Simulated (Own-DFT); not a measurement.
# Computed records: SiC (4H silicon carbide, atoms displaced)

Computed with Own-DFT development build. A calculation, not a measurement: plane-wave PBE density functional theory by an unreviewed code, no spin, of a simulated periodic cell, stress positive in tension, free energy of the whole cell less one offset for each atom, forces on such cells passed a denser k mesh, this cell's mesh not checked; offsets are fitted by least squares, one for each functional and potential file, so energies compare only between cells with the same atoms and settings and are not formation energies; the far tail of each file's local potential was reset to the Coulomb form; each entry is a single point on an unrelaxed cell, so the pressure reflects the starting lattice, mostly measured values (interpolated for alloys), from which strain is counted, and rises with the displacements; printed positions are rounded, which can move forces by about a meV/angstrom; the program, named Own-DFT, is a retired in-house code; no spin-orbit coupling.

Common to all runs: functional PBE; potential files PseudoDojo norm-conserving, scalar-relativistic, standard set; wave cutoff 42 hartree; occupations Fermi-Dirac; smearing width 0.1 eV; hardware one NVIDIA H200; k mesh 3 x 3 x 3 centred on Gamma.

(1) 
```cif
# cell vector a (Å): 12.3308 0.0000 0.0000
# cell vector b (Å): -6.1654 10.6788 0.0000
# cell vector c (Å): 0.0000 0.0000 10.0681
data_SiC
_symmetry_space_group_name_H-M 'P 1'
_symmetry_Int_Tables_number 1
_cell_length_a 12.3308
_cell_length_b 12.3308
_cell_length_c 10.0681
_cell_angle_alpha 90.000
_cell_angle_beta 90.000
_cell_angle_gamma 120.000
_cell_volume 1325.75
loop_
_atom_site_label
_atom_site_type_symbol
_atom_site_fract_x
_atom_site_fract_y
_atom_site_fract_z
_atom_site_occupancy
Si1 Si 0.99911 0.00049 0.40440 1
Si2 Si 0.08567 0.16670 0.15268 1
C1 C 0.99476 0.99635 0.09433 1
C2 C 0.08472 0.16823 0.33891 1
Si3 Si 0.00288 0.25049 0.40452 1
Si4 Si 0.08092 0.41624 0.16020 1
C3 C 0.99936 0.24811 0.09375 1
C4 C 0.07977 0.41454 0.34399 1
Si5 Si 0.99921 0.50021 0.40908 1
Si6 Si 0.08084 0.66375 0.16132 1
C5 C 0.99791 0.49928 0.09620 1
C6 C 0.08511 0.66607 0.34448 1
Si7 Si 0.00029 0.74913 0.40206 1
Si8 Si 0.08325 0.91614 0.15829 1
C7 C 0.00023 0.75476 0.09510 1
C8 C 0.07715 0.91335 0.34226 1
Si9 Si 0.24410 0.99495 0.40631 1
Si10 Si 0.33442 0.16674 0.15580 1
C9 C 0.24781 0.99736 0.09452 1
C10 C 0.33146 0.16785 0.34291 1
Si11 Si 0.25057 0.25022 0.40408 1
Si12 Si 0.33199 0.41787 0.15675 1
C11 C 0.25422 0.25044 0.09975 1
C12 C 0.33344 0.41699 0.34205 1
Si13 Si 0.24963 0.50136 0.40690 1
Si14 Si 0.32995 0.66592 0.15974 1
C13 C 0.24936 0.50193 0.09733 1
C14 C 0.33952 0.67004 0.33881 1
Si15 Si 0.24982 0.75234 0.40713 1
Si16 Si 0.33211 0.91544 0.15792 1
C15 C 0.25027 0.74763 0.08944 1
C16 C 0.33061 0.91758 0.34217 1
Si17 Si 0.50005 0.00053 0.40330 1
Si18 Si 0.58334 0.16654 0.15467 1
C17 C 0.49433 0.99685 0.09349 1
C18 C 0.57459 0.16371 0.34890 1
Si19 Si 0.50082 0.25390 0.40786 1
Si20 Si 0.58375 0.41567 0.15684 1
C19 C 0.50054 0.25217 0.09375 1
C20 C 0.58399 0.41782 0.33745 1
Si21 Si 0.49967 0.49979 0.40501 1
Si22 Si 0.58304 0.66482 0.15094 1
C21 C 0.49775 0.49530 0.09533 1
C22 C 0.58181 0.66439 0.34406 1
Si23 Si 0.49812 0.74706 0.40503 1
Si24 Si 0.58498 0.91595 0.15975 1
C23 C 0.49898 0.74903 0.09170 1
C24 C 0.58952 0.91576 0.34482 1
Si25 Si 0.74792 0.00170 0.40227 1
Si26 Si 0.82738 0.16318 0.15470 1
C25 C 0.75086 0.00224 0.10035 1
C26 C 0.83378 0.16841 0.34455 1
Si27 Si 0.74923 0.24831 0.40504 1
Si28 Si 0.83505 0.41336 0.15484 1
C27 C 0.75119 0.25229 0.09470 1
C28 C 0.83268 0.41636 0.34374 1
Si29 Si 0.74726 0.49638 0.40460 1
Si30 Si 0.83729 0.66930 0.15391 1
C29 C 0.75341 0.50600 0.09238 1
C30 C 0.83373 0.67235 0.34618 1
Si31 Si 0.74984 0.74647 0.39883 1
Si32 Si 0.83584 0.91414 0.15622 1
C31 C 0.75428 0.75623 0.09434 1
C32 C 0.83206 0.92205 0.33896 1
Si33 Si 0.00071 0.00228 0.90559 1
Si34 Si 0.90975 0.82448 0.65431 1
C33 C 0.00309 0.00335 0.59653 1
C34 C 0.91386 0.83344 0.84546 1
Si35 Si 0.00060 0.74844 0.90484 1
Si36 Si 0.91892 0.58474 0.65768 1
C35 C 0.00736 0.75650 0.59227 1
C36 C 0.91989 0.58334 0.84553 1
Si37 Si 0.99154 0.49582 0.90615 1
Si38 Si 0.92015 0.33510 0.65804 1
C37 C 0.00270 0.50508 0.59351 1
C38 C 0.91185 0.33279 0.83975 1
Si39 Si 0.99837 0.24294 0.90621 1
Si40 Si 0.91867 0.08805 0.65588 1
C39 C 0.00214 0.25647 0.60247 1
C40 C 0.91929 0.08497 0.84973 1
Si41 Si 0.75114 0.00234 0.90915 1
Si42 Si 0.66804 0.83522 0.65153 1
C41 C 0.74672 0.99745 0.59892 1
C42 C 0.66217 0.83267 0.84235 1
Si43 Si 0.74914 0.75054 0.90792 1
Si44 Si 0.66750 0.58604 0.65745 1
C43 C 0.74611 0.75009 0.59206 1
C44 C 0.66930 0.58450 0.84702 1
Si45 Si 0.74473 0.49578 0.90842 1
Si46 Si 0.66702 0.33528 0.65357 1
C45 C 0.74325 0.50222 0.59471 1
C46 C 0.66616 0.33169 0.83693 1
Si47 Si 0.74586 0.24775 0.91032 1
Si48 Si 0.66495 0.07938 0.65287 1
C47 C 0.74867 0.24551 0.59115 1
C48 C 0.66511 0.07912 0.84125 1
Si49 Si 0.50138 0.00330 0.90517 1
Si50 Si 0.41496 0.83352 0.65318 1
C49 C 0.49753 0.99821 0.59150 1
C50 C 0.41755 0.83790 0.84501 1
Si51 Si 0.49416 0.75194 0.90607 1
Si52 Si 0.41435 0.57912 0.65684 1
C51 C 0.50386 0.74987 0.59642 1
C52 C 0.42174 0.59095 0.84151 1
Si53 Si 0.50239 0.50037 0.90199 1
Si54 Si 0.41915 0.33984 0.65288 1
C53 C 0.49926 0.49828 0.59327 1
C54 C 0.41582 0.33320 0.84439 1
Si55 Si 0.49977 0.24716 0.90296 1
Si56 Si 0.42194 0.09165 0.65926 1
C55 C 0.49870 0.25282 0.59396 1
C56 C 0.41804 0.07593 0.84068 1
Si57 Si 0.24918 0.99991 0.90625 1
Si58 Si 0.16519 0.83212 0.65680 1
C57 C 0.24876 0.99816 0.59157 1
C58 C 0.16485 0.83398 0.84265 1
Si59 Si 0.25188 0.75202 0.91116 1
Si60 Si 0.17040 0.58791 0.65989 1
C59 C 0.24706 0.75109 0.59156 1
C60 C 0.16990 0.58287 0.84811 1
Si61 Si 0.25220 0.50145 0.90132 1
Si62 Si 0.17023 0.33288 0.65554 1
C61 C 0.24997 0.49464 0.59800 1
C62 C 0.16382 0.33082 0.84683 1
Si63 Si 0.25099 0.24950 0.90091 1
Si64 Si 0.16654 0.08337 0.65613 1
C63 C 0.25107 0.24877 0.59778 1
C64 C 0.16887 0.08553 0.84773 1
_calc_free_energy_of_cell_above_offsets '-18.464'  # eV
_calc_pressure 3.79  # GPa
_calc_stress_xx -3.36  # GPa
_calc_stress_yy -3.81  # GPa
_calc_stress_zz -4.2  # GPa
_calc_stress_yz -0.22  # GPa
_calc_stress_xz 0.02  # GPa
_calc_stress_xy 0.31  # GPa
_calc_wall_time 543.4  # s
```

Force:
```tsv
element	x (eV/Å)	y (eV/Å)	z (eV/Å)
Si	-0.462	0.243	0.433
Si	-0.396	-0.252	0.134
C	1.666	1.077	-0.475
C	0.016	-0.314	1.047
Si	-0.666	-0.319	0.743
Si	0.592	-0.335	-1.306
C	-0.547	0.268	0.076
C	0.41	0.911	0.788
Si	0.099	-0.231	-0.382
Si	0.101	0.853	-1.578
C	0.294	-0.118	-0.467
C	-0.416	-0.132	0.275
Si	-0.254	0.134	0.931
Si	-0.596	0.582	-0.716
C	1.273	-1.244	-0.373
C	0.811	0.507	0.391
Si	0.073	1.419	-0.157
Si	0.002	-0.272	0.327
C	0.297	0.581	-0.172
C	0.77	-0.626	0.501
Si	-0.3	0.051	0.355
Si	0.218	-0.207	-0.236
C	-0.923	0.016	-1.864
C	-0.268	0.185	0.936
Si	0.386	-0.314	-0.153
Si	1.061	0.214	-1.758
C	-0.02	-0.568	-0.781
C	-1.94	-0.586	2.061
Si	0.726	-0.209	-0.577
Si	-0.431	-0.369	-0.681
C	-0.958	0.349	2.241
C	0.6	-0.487	0.455
Si	-0.069	-0.845	0.593
Si	-0.866	-0.352	0.773
C	1.337	0.863	0.197
C	1.756	1.034	-1.336
Si	-0.785	-0.844	-0.506
Si	-0.076	0.609	-1.111
C	0.73	-0.697	-0.691
C	-0.052	-0.261	1.735
Si	-0.082	-0.033	-0.255
Si	-0.171	0.121	0.666
C	0.115	0.93	-0.979
C	0.198	0.18	-0.648
Si	1.205	0.822	0.753
Si	-0.562	-0.315	-0.955
C	-0.221	0.077	0.584
C	-2.591	-0.346	-0.106
Si	1.394	0.345	1.349
Si	1.661	1.139	0.771
C	0.005	-1.115	-1.458
C	-0.043	-0.064	-0.274
Si	-0.583	-0.016	0.309
Si	-1.272	1.477	0.633
C	-0.47	-1.037	-0.147
C	0.026	-0.086	0.15
Si	-0.17	1.269	0.144
Si	-0.908	0.314	0.53
C	0.206	-1.687	0.518
C	1.773	-2.181	-1.056
Si	-1.885	1.87	1.288
Si	-1.538	1.423	0.213
C	-0.28	-2.073	-0.237
C	0.987	-1.201	1.328
Si	0.403	-0.945	0.411
Si	0.442	2.212	0.457
C	-1.014	-0.893	-0.712
C	0.742	-0.272	-0.542
Si	-0.767	0.694	0.476
Si	-0.72	0.319	-0.444
C	-1.574	-1.931	-0.361
C	-1.663	-0.115	-0.301
Si	2.357	0.314	0.331
Si	-1.683	0.322	-0.62
C	0.227	-0.826	0.419
C	0.661	-0.621	1.703
Si	-0.922	2.539	0.549
Si	-0.042	-0.851	0.549
C	1.116	-1.125	-2.079
C	-0.641	-1.155	-1.401
Si	-0.013	-1.125	-0.128
Si	-0.209	-0.548	1.608
C	1.098	1.214	-1.786
C	0.784	0.337	0.508
Si	-0.538	0.595	-0.328
Si	-0.937	-0.005	0.165
C	0.881	-0.384	-0.754
C	-0.291	-0.171	-0.553
Si	1.033	0.765	-0.733
Si	0.386	-0.507	-0.46
C	2.308	-0.256	-0.579
C	-0.313	0.006	1.704
Si	0.613	-0.093	-1.906
Si	-0.589	0.42	0.479
C	-0.086	1.155	0.302
C	-0.205	1.208	0.809
Si	1.105	-1.428	0.514
Si	0.49	-0.048	0.68
C	0.033	0.661	-0.072
C	-0.637	-0.583	-0.518
Si	1.429	0.634	-0.119
Si	0.478	1.349	-0.272
C	-1.661	-0.635	-1.149
C	-0.088	-1.975	0.436
Si	-0.755	0.146	1.156
Si	0.047	-1.787	1.076
C	0.078	1.21	-0.291
C	0.616	0.162	-0.806
Si	-0.36	0.227	0.258
Si	-0.403	-2.195	-1.65
C	0.463	0.556	-0.03
C	-2.034	2.043	0.807
Si	0.323	-0.301	0.034
Si	0.496	1.239	0.192
C	0.293	0.649	0.808
C	0.605	-0.262	0.526
Si	-0.305	-0.259	-1.813
Si	-0.035	-0.945	-0.089
C	1.054	-0.266	0.345
C	-1.525	0.422	-0.512
Si	0.238	-0.55	1.451
Si	-0.718	-0.641	1.082
C	-0.874	1.648	-1.07
C	0.744	0.524	-0.591
Si	-0.379	0.641	1.799
Si	0.592	-0.358	0.283
C	-0.083	0.397	-1.23
C	-0.057	-0.677	-0.813
```

(2) 
```cif
# cell vector a (Å): 12.3308 0.0000 0.0000
# cell vector b (Å): -6.1654 10.6788 0.0000
# cell vector c (Å): 0.0000 0.0000 10.0681
data_SiC
_symmetry_space_group_name_H-M 'P 1'
_symmetry_Int_Tables_number 1
_cell_length_a 12.3308
_cell_length_b 12.3308
_cell_length_c 10.0681
_cell_angle_alpha 90.000
_cell_angle_beta 90.000
_cell_angle_gamma 120.000
_cell_volume 1325.75
loop_
_atom_site_label
_atom_site_type_symbol
_atom_site_fract_x
_atom_site_fract_y
_atom_site_fract_z
_atom_site_occupancy
Si1 Si 0.99784 0.99557 0.40449 1
Si2 Si 0.07932 0.16321 0.15791 1
C1 C 0.99692 0.00165 0.09469 1
C2 C 0.08084 0.16728 0.34154 1
Si3 Si 0.99850 0.24743 0.40514 1
Si4 Si 0.08158 0.41666 0.16221 1
C3 C 0.99683 0.24938 0.09674 1
C4 C 0.08929 0.41801 0.34209 1
Si5 Si 0.99860 0.49765 0.40609 1
Si6 Si 0.08312 0.66746 0.15993 1
C5 C 0.00064 0.49575 0.09561 1
C6 C 0.08677 0.67005 0.34387 1
Si7 Si 0.99980 0.74995 0.40444 1
Si8 Si 0.07775 0.91343 0.15102 1
C7 C 0.99801 0.74690 0.09609 1
C8 C 0.08247 0.91665 0.33989 1
Si9 Si 0.25234 0.00261 0.41258 1
Si10 Si 0.33071 0.16751 0.15970 1
C9 C 0.24649 0.99786 0.09295 1
C10 C 0.32966 0.16613 0.34414 1
Si11 Si 0.24597 0.25368 0.40445 1
Si12 Si 0.33305 0.41443 0.15946 1
C11 C 0.25176 0.25165 0.08779 1
C12 C 0.33331 0.41540 0.34653 1
Si13 Si 0.25118 0.50047 0.40761 1
Si14 Si 0.33467 0.67046 0.15181 1
C13 C 0.25172 0.50169 0.09077 1
C14 C 0.33565 0.66780 0.34153 1
Si15 Si 0.25053 0.74823 0.41300 1
Si16 Si 0.33372 0.91622 0.15882 1
C15 C 0.25299 0.75161 0.09554 1
C16 C 0.33356 0.91358 0.34184 1
Si17 Si 0.50163 0.99946 0.40553 1
Si18 Si 0.58367 0.16806 0.15590 1
C17 C 0.50002 0.99896 0.09542 1
C18 C 0.58422 0.16423 0.34151 1
Si19 Si 0.50035 0.25092 0.40945 1
Si20 Si 0.57999 0.41598 0.15833 1
C19 C 0.50169 0.25542 0.09224 1
C20 C 0.58231 0.41800 0.34358 1
Si21 Si 0.50112 0.49960 0.40491 1
Si22 Si 0.58317 0.65989 0.15733 1
C21 C 0.50079 0.49854 0.09721 1
C22 C 0.57832 0.66279 0.34819 1
Si23 Si 0.49942 0.75051 0.40626 1
Si24 Si 0.58710 0.91546 0.15441 1
C23 C 0.49785 0.74787 0.09096 1
C24 C 0.58005 0.91197 0.34474 1
Si25 Si 0.74765 0.99789 0.40574 1
Si26 Si 0.83352 0.16627 0.15439 1
C25 C 0.74911 0.99943 0.09880 1
C26 C 0.83577 0.16958 0.34260 1
Si27 Si 0.75120 0.25174 0.40491 1
Si28 Si 0.83627 0.41638 0.15727 1
C27 C 0.74881 0.25388 0.09509 1
C28 C 0.83516 0.41565 0.34166 1
Si29 Si 0.74632 0.49880 0.40828 1
Si30 Si 0.83406 0.66890 0.15872 1
C29 C 0.75012 0.49965 0.09377 1
C30 C 0.83854 0.67332 0.34671 1
Si31 Si 0.75377 0.74763 0.40400 1
Si32 Si 0.83775 0.92038 0.15337 1
C31 C 0.75043 0.75347 0.09852 1
C32 C 0.83635 0.91436 0.34332 1
Si33 Si 0.99877 0.99801 0.90381 1
Si34 Si 0.91711 0.83246 0.65402 1
C33 C 0.00140 0.00166 0.58768 1
C34 C 0.91648 0.83018 0.84818 1
Si35 Si 0.00283 0.75393 0.90580 1
Si36 Si 0.91528 0.58426 0.65504 1
C35 C 0.00375 0.74905 0.59352 1
C36 C 0.91638 0.58670 0.84498 1
Si37 Si 0.99917 0.50031 0.90224 1
Si38 Si 0.91504 0.33099 0.66135 1
C37 C 0.99988 0.50119 0.58953 1
C38 C 0.91636 0.33309 0.84356 1
Si39 Si 0.99992 0.25241 0.90912 1
Si40 Si 0.91537 0.08374 0.65721 1
C39 C 0.99970 0.24913 0.59365 1
C40 C 0.91404 0.08262 0.84585 1
Si41 Si 0.74974 0.00169 0.90275 1
Si42 Si 0.67148 0.83543 0.65346 1
C41 C 0.74627 0.99873 0.59381 1
C42 C 0.66647 0.83300 0.84334 1
Si43 Si 0.75064 0.75102 0.90999 1
Si44 Si 0.66767 0.58251 0.65666 1
C43 C 0.75146 0.75110 0.59193 1
C44 C 0.67216 0.58266 0.84490 1
Si45 Si 0.75240 0.49993 0.90684 1
Si46 Si 0.66435 0.33597 0.65843 1
C45 C 0.75189 0.49766 0.59520 1
C46 C 0.66245 0.32667 0.83964 1
Si47 Si 0.74898 0.25132 0.90432 1
Si48 Si 0.66185 0.08086 0.65189 1
C47 C 0.75000 0.25029 0.59774 1
C48 C 0.66172 0.08382 0.84221 1
Si49 Si 0.50218 0.00426 0.90567 1
Si50 Si 0.41660 0.83604 0.65399 1
C49 C 0.49802 0.99915 0.58929 1
C50 C 0.41343 0.82947 0.84385 1
Si51 Si 0.49776 0.75121 0.90368 1
Si52 Si 0.41588 0.58145 0.65888 1
C51 C 0.49362 0.75151 0.58833 1
C52 C 0.41680 0.58047 0.83522 1
Si53 Si 0.49735 0.49779 0.90605 1
Si54 Si 0.41670 0.33285 0.65608 1
C53 C 0.50266 0.50138 0.59487 1
C54 C 0.41758 0.33166 0.84690 1
Si55 Si 0.50142 0.25073 0.90205 1
Si56 Si 0.41945 0.08258 0.65060 1
C55 C 0.49899 0.25052 0.60010 1
C56 C 0.41686 0.08278 0.85027 1
Si57 Si 0.25402 0.00026 0.90617 1
Si58 Si 0.16818 0.83130 0.65302 1
C57 C 0.24714 0.00064 0.59143 1
C58 C 0.16924 0.83166 0.84333 1
Si59 Si 0.24897 0.74972 0.90837 1
Si60 Si 0.16906 0.58367 0.65027 1
C59 C 0.25290 0.75080 0.59487 1
C60 C 0.16867 0.58552 0.84224 1
Si61 Si 0.25032 0.49595 0.90249 1
Si62 Si 0.16662 0.33311 0.65487 1
C61 C 0.25544 0.50229 0.59622 1
C62 C 0.16594 0.33568 0.84373 1
Si63 Si 0.25565 0.25368 0.90335 1
Si64 Si 0.16955 0.08105 0.66247 1
C63 C 0.25203 0.25127 0.59744 1
C64 C 0.16979 0.08489 0.84187 1
_calc_free_energy_of_cell_above_offsets '-19.279'  # eV
_calc_pressure 3.71  # GPa
_calc_stress_xx -3.62  # GPa
_calc_stress_yy -2.88  # GPa
_calc_stress_zz -4.62  # GPa
_calc_stress_yz -0.02  # GPa
_calc_stress_xz 0  # GPa
_calc_stress_xy -0.27  # GPa
_calc_wall_time 515.1  # s
```

Force:
```tsv
element	x (eV/Å)	y (eV/Å)	z (eV/Å)
Si	0.499	1.044	-0.269
Si	0.452	1.47	-0.862
C	1.314	-0.344	-1.258
C	0.482	-0.652	0.646
Si	-0.057	0.81	0.175
Si	1.374	0.048	-1.764
C	0.753	0.193	-0.492
C	-1.207	-0.508	1.578
Si	0.568	0.726	-0.559
Si	0.863	-0.409	-0.737
C	-0.735	1.292	-0.601
C	-0.369	-1.006	0.781
Si	1.084	0.811	0.348
Si	0.876	0.678	0.959
C	0.015	0.446	-0.801
C	0.558	0.025	0.63
Si	-0.443	-0.94	-2.672
Si	0.674	-0.356	-1.29
C	0.284	0.341	0.212
C	0.424	0.696	0.852
Si	1.055	-1.3	0.927
Si	-0.73	0.656	-0.759
C	-0.735	-0.584	1.323
C	-0.055	0.537	-0.271
Si	0.51	0.701	-0.306
Si	0.325	-1.182	0.832
C	-0.017	-0.525	0.475
C	-0.55	-0.437	0.344
Si	0.292	0.387	-1.971
Si	-0.322	0.236	-0.66
C	-1.239	-0.126	-0.481
C	-0.384	0.772	1.625
Si	-0.513	-0.483	-1.076
Si	-0.446	-0.143	-0.415
C	0.271	0.424	-0.334
C	-0.585	0.793	1.017
Si	-0.181	-0.502	-0.623
Si	1.454	0.174	-0.688
C	-0.062	-1.462	0.253
C	0.542	-0.497	0.524
Si	-0.75	-0.099	1.011
Si	-1.265	1.718	0.346
C	-0.635	-0.207	-0.907
C	1.326	0.812	-0.783
Si	-0.104	-0.73	-0.267
Si	-1.503	-0.478	0.481
C	1.151	0.192	0.057
C	0.671	1.103	-0.474
Si	0.602	0.196	-0.428
Si	-0.98	0.272	0.438
C	0.624	0.483	-1.562
C	-0.542	-0.928	0.281
Si	0.169	-0.453	0.543
Si	-0.867	0.467	-0.461
C	0.872	-1.003	-0.793
C	-0.964	0.464	0.739
Si	1.286	0.475	-0.69
Si	-0.083	-0.74	-0.496
C	-0.069	0.201	0.649
C	0.001	-2.468	-0.502
Si	-2.04	0.726	0.42
Si	-1.378	-0.841	1.201
C	0.385	-0.649	-0.6
C	-1.421	0.217	-0.134
Si	0.148	0.693	0.31
Si	0.334	0.445	0.281
C	0.07	-0.319	1.823
C	-0.48	1.008	-0.965
Si	0.518	-0.982	0.46
Si	1.137	-0.091	0.365
C	-1.064	0.201	-0.289
C	0.71	-0.51	-0.394
Si	0.613	0.479	0.765
Si	0.179	0.617	-1.57
C	0.268	-0.523	1.096
C	-0.277	0.055	0.635
Si	0.394	-0.403	-0.045
Si	0.329	-0.252	-0.473
C	-0.155	0.211	-0.014
C	0.637	0.499	-0.331
Si	-0.681	-0.536	0.858
Si	-1.617	-0.978	0.254
C	0.63	0.596	-0.244
C	0.113	0.114	-0.068
Si	-0.152	-0.59	-0.265
Si	-0.019	0.435	0.203
C	0.372	-0.573	0.063
C	-1.548	0.136	0.179
Si	-0.348	-0.537	0.218
Si	1.286	-1.023	-0.543
C	-1.102	0.616	-0.493
C	0.3	1.928	0.987
Si	0.177	-0.477	0.482
Si	0.494	0.742	0.755
C	-0.576	-0.102	-0.95
C	1.481	0.148	-0.169
Si	-0.286	-1.765	0.881
Si	0.407	-0.688	0.828
C	0.138	0.204	0.339
C	-0.112	1.547	-0.386
Si	0.814	-0.756	-0.012
Si	0.658	1.196	-1.999
C	1.966	-0.35	1.42
C	-0.05	0.417	2.735
Si	1.056	0.637	0.01
Si	-0.415	0.689	0.455
C	-0.094	-0.47	-0.309
C	0.078	0.682	-1.077
Si	-0.298	-0.413	1.384
Si	-1.209	0.008	1.595
C	0.356	-0.145	-1.408
C	0.141	0.368	-1.914
Si	-0.925	-0.412	0.333
Si	-0.204	0.347	0.767
C	1.563	-0.478	1.293
C	-0.816	0.736	-0.2
Si	0.526	-0.329	-0.12
Si	-0.428	-0.141	1.303
C	-0.527	-0.054	-0.119
C	-0.138	-0.783	-0.134
Si	-0.721	1.575	0.617
Si	0.016	0.085	0.379
C	-1.108	-0.976	-0.936
C	0.488	-1.347	-0.242
Si	-1.339	-0.814	0.158
Si	-1.522	0.872	-1.879
C	-0.411	-0.54	-0.75
C	-0.3	-0.463	1.387
```
